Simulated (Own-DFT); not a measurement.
Simulation results for GaN (wurtzite, strained, atoms displaced)

Computed with Own-DFT development build. A calculation, not a measurement: plane-wave PBE density functional theory by an unreviewed code, no spin, of a simulated periodic cell, stress positive in tension, free energy of the whole cell less one offset for each atom, forces on such cells passed a denser k mesh, this cell's mesh not checked; offsets are fitted by least squares, one for each functional and potential file, so energies compare only between cells with the same atoms and settings and are not formation energies; the far tail of each file's local potential was reset to the Coulomb form; each entry is a single point on an unrelaxed cell, so the pressure reflects the starting lattice, mostly measured values (interpolated for alloys), from which strain is counted, and rises with the displacements; printed positions are rounded, which can move forces by about a meV/angstrom; the program, named Own-DFT, is a retired in-house code; no spin-orbit coupling.

Entry: GaN (wurtzite, strained, atoms displaced)

```
cell vectors (Å)
  12.7560     0.0000    -0.0957
  -4.7835     8.2853     0.0359
  -0.0778     0.0000    10.3700
atoms (fractions of the cell vectors)
Ga  0.08153  0.21981  0.00863
Ga  0.16388  0.10737  0.25048
N   0.08224  0.21294  0.19610
N   0.17086  0.11442  0.43704
Ga  0.08855  0.23128  0.49417
Ga  0.16829  0.11567  0.75146
N   0.08461  0.22499  0.68884
N   0.16711  0.11275  0.94322
Ga  0.09278  0.55647  0.99697
Ga  0.16656  0.44280  0.25790
N   0.08298  0.55066  0.20017
N   0.16212  0.44453  0.42970
Ga  0.08064  0.55501  0.49627
Ga  0.16152  0.43780  0.74760
N   0.08639  0.55996  0.68854
N   0.17476  0.44352  0.93818
Ga  0.07995  0.89288  0.00624
Ga  0.16134  0.77316  0.25951
N   0.08709  0.89752  0.18641
N   0.16706  0.77932  0.43441
Ga  0.07509  0.89431  0.48908
Ga  0.16624  0.77584  0.75158
N   0.08659  0.88348  0.69084
N   0.16298  0.77144  0.94287
Ga  0.32562  0.21778  0.99206
Ga  0.43023  0.11064  0.25220
N   0.33406  0.21329  0.19575
N   0.41705  0.11370  0.43782
Ga  0.33602  0.22518  0.49493
Ga  0.42701  0.11663  0.75045
N   0.33629  0.22610  0.68192
N   0.41033  0.10286  0.93723
Ga  0.33045  0.55207  0.99283
Ga  0.41965  0.43280  0.25243
N   0.33905  0.56044  0.19068
N   0.42700  0.45946  0.44301
Ga  0.33121  0.56041  0.49509
Ga  0.41574  0.44235  0.75613
N   0.34121  0.56752  0.69295
N   0.41390  0.44718  0.93414
Ga  0.33945  0.89880  0.00429
Ga  0.42384  0.78739  0.24817
N   0.33166  0.88540  0.18900
N   0.40939  0.77798  0.43637
Ga  0.33608  0.88624  0.51093
Ga  0.41370  0.77695  0.74814
N   0.33192  0.88633  0.68186
N   0.42298  0.78519  0.93113
Ga  0.58373  0.22541  0.00054
Ga  0.67090  0.11184  0.24417
N   0.58093  0.22918  0.18612
N   0.66090  0.11378  0.44053
Ga  0.58137  0.22539  0.50655
Ga  0.66089  0.10466  0.74723
N   0.58436  0.22503  0.69573
N   0.66589  0.10410  0.93288
Ga  0.58433  0.55676  0.00347
Ga  0.67040  0.44744  0.25563
N   0.58145  0.56218  0.18703
N   0.66790  0.44591  0.44431
Ga  0.57860  0.54602  0.49345
Ga  0.65778  0.44907  0.74801
N   0.57898  0.54618  0.68402
N   0.66989  0.45685  0.93890
Ga  0.57829  0.88674  0.00657
Ga  0.66712  0.78072  0.24456
N   0.58166  0.89547  0.18500
N   0.65803  0.77405  0.43302
Ga  0.58441  0.89127  0.50263
Ga  0.66337  0.77201  0.75266
N   0.58845  0.88906  0.68513
N   0.66575  0.77758  0.93348
Ga  0.83871  0.21549  0.99785
Ga  0.92060  0.10692  0.24821
N   0.83452  0.22531  0.18431
N   0.91758  0.11308  0.43105
Ga  0.83196  0.22458  0.49240
Ga  0.92367  0.10836  0.75640
N   0.82195  0.21296  0.68321
N   0.92147  0.12208  0.93953
Ga  0.83197  0.55043  0.00475
Ga  0.91916  0.44312  0.25009
N   0.82898  0.54340  0.19136
N   0.90815  0.43880  0.42934
Ga  0.83725  0.56150  0.50255
Ga  0.90960  0.43234  0.75225
N   0.83245  0.55084  0.68995
N   0.91140  0.43484  0.93170
Ga  0.83470  0.89644  0.99629
Ga  0.91476  0.78159  0.24998
N   0.83418  0.88611  0.19380
N   0.91820  0.77016  0.43405
Ga  0.83601  0.88213  0.49321
Ga  0.91508  0.78269  0.74626
N   0.83426  0.88149  0.68200
N   0.91582  0.77028  0.93542
```

- functional: PBE
- potential files: PseudoDojo norm-conserving, scalar-relativistic, standard set with the stringent files for Ga
- wave cutoff: 96 hartree
- occupations: Gaussian
- smearing width: 0.01 eV
- k mesh: 3 x 4 x 3 centred on Gamma
- free energy of cell above offsets: -4.062 eV
- pressure: 7.19 GPa
- stress xx: -6.73 GPa
- stress yy: -6.29 GPa
- stress zz: -8.57 GPa
- stress yz: 0.05 GPa
- stress xz: -1.48 GPa
- stress xy: -0.14 GPa

Force:
| element | x (eV/Å) | y (eV/Å) | z (eV/Å) |
| --- | --- | --- | --- |
| Ga | 1.062 | 0.976 | -0.192 |
| Ga | 1.914 | 0.797 | 0.309 |
| N | -0.46 | 1.535 | -1.157 |
| N | -1.122 | 0.215 | 0.165 |
| Ga | -0.379 | -1.292 | 0.552 |
| Ga | 1.017 | -0.987 | -0.611 |
| N | 0.091 | -0.738 | -0.793 |
| N | -1.707 | -0.651 | -0.955 |
| Ga | -1.364 | -0.699 | 0.888 |
| Ga | 1.147 | 0.462 | -3.265 |
| N | -0.022 | 0.428 | -1.959 |
| N | 0.618 | 0.306 | 3.246 |
| Ga | -0.586 | 0.369 | 0.442 |
| Ga | 0.803 | 1.928 | 0.239 |
| N | -0.423 | -1.446 | -0.528 |
| N | -2.387 | -1.457 | -0.386 |
| Ga | 0.924 | -1.233 | -1.508 |
| Ga | 0.978 | 0.661 | -2.359 |
| N | -0.603 | -1.932 | 1.118 |
| N | -0.641 | 0.172 | 2.242 |
| Ga | 3.213 | 0.073 | 2.145 |
| Ga | 0.326 | 0.196 | 0.489 |
| N | -1.757 | 1.417 | -0.977 |
| N | 0.311 | 1.438 | -0.259 |
| Ga | 2.147 | 1.136 | 1.892 |
| Ga | -2.782 | -1.242 | 0.373 |
| N | -0.261 | 0.197 | -1.145 |
| N | 0.472 | -0.358 | 0.535 |
| Ga | 0.235 | 0.37 | 0.34 |
| Ga | -2.33 | -1.287 | -0.1 |
| N | -0.165 | -0.497 | 1.153 |
| N | 0.256 | 2.301 | -0.446 |
| Ga | 1.48 | 2.039 | 1.82 |
| Ga | -1.386 | 1.099 | -0.297 |
| N | -0.252 | -0.925 | -0.355 |
| N | -3.392 | -2.698 | -1.477 |
| Ga | 0.834 | -0.11 | 0.87 |
| Ga | -0.191 | 0.377 | -2.087 |
| N | -0.893 | -2.627 | -1.334 |
| N | 1.14 | -0.737 | 1.45 |
| Ga | -0.443 | -2.483 | -0.086 |
| Ga | -1.312 | -1.658 | 0.583 |
| N | -0.035 | 0.492 | 0.254 |
| N | 1.419 | 0.421 | -0.034 |
| Ga | -1.269 | 0.743 | -3.367 |
| Ga | 0.851 | 1.305 | 0.075 |
| N | -0.031 | 0.797 | 3.157 |
| N | -1.279 | -0.895 | 1.105 |
| Ga | 0.357 | 0.073 | -0.868 |
| Ga | -0.827 | 0.969 | 0.961 |
| N | 2.197 | 0.325 | -0.228 |
| N | 0.602 | -0.272 | -1.012 |
| Ga | 0.261 | -0.224 | -0.322 |
| Ga | 0.679 | 0.181 | 0.425 |
| N | 0.441 | 0.31 | -0.886 |
| N | -0.277 | 0.731 | 1.244 |
| Ga | -0.538 | 0.03 | -0.496 |
| Ga | -0.886 | -0.144 | -0.192 |
| N | 1.159 | -0.662 | 0.383 |
| N | 0.246 | 0.043 | -0.708 |
| Ga | 1.841 | 2.432 | 1.503 |
| Ga | 3.111 | -0.424 | 0.942 |
| N | -1.495 | 1.724 | -0.143 |
| N | -0.231 | -1.576 | -0.206 |
| Ga | 0.846 | 0.404 | -2.187 |
| Ga | -0.653 | -0.127 | 0.885 |
| N | 1.326 | -0.056 | 0.769 |
| N | 1.519 | 0.413 | 0.18 |
| Ga | -0.357 | -0.336 | -0.78 |
| Ga | 0.238 | 0.003 | -1.441 |
| N | -1.012 | -0.638 | 0.403 |
| N | 0.096 | 0.461 | 1.573 |
| Ga | -3.277 | 1.405 | 0.285 |
| Ga | -1.53 | 0.524 | 0.204 |
| N | 0.848 | -0.97 | 0.147 |
| N | 0.319 | -0.443 | 1.161 |
| Ga | -0.063 | -0.976 | 0.924 |
| Ga | -1.903 | -0.131 | -2.074 |
| N | 2.1 | 0.371 | 0.129 |
| N | 1.693 | -1.9 | -0.35 |
| Ga | 0.556 | 0.09 | -0.781 |
| Ga | -0.332 | -0.209 | -0.775 |
| N | 0.228 | 1.829 | -0.279 |
| N | 0.778 | 0.976 | 1.675 |
| Ga | 0.002 | -1.808 | 0.629 |
| Ga | 0.104 | 0.599 | -1.268 |
| N | -0.648 | 0.539 | -0.25 |
| N | 0.821 | 0.664 | 1.941 |
| Ga | 0.487 | -1.593 | 0.209 |
| Ga | 1.678 | -1.548 | -0.89 |
| N | -1.031 | 0.558 | -1.672 |
| N | -1.452 | 0.619 | -0.36 |
| Ga | -1.883 | 0.685 | 0.142 |
| Ga | 2.25 | -1.752 | 0.689 |
| N | -1.369 | 1.281 | 0.247 |
| N | -0.787 | 1.255 | 0.746 |
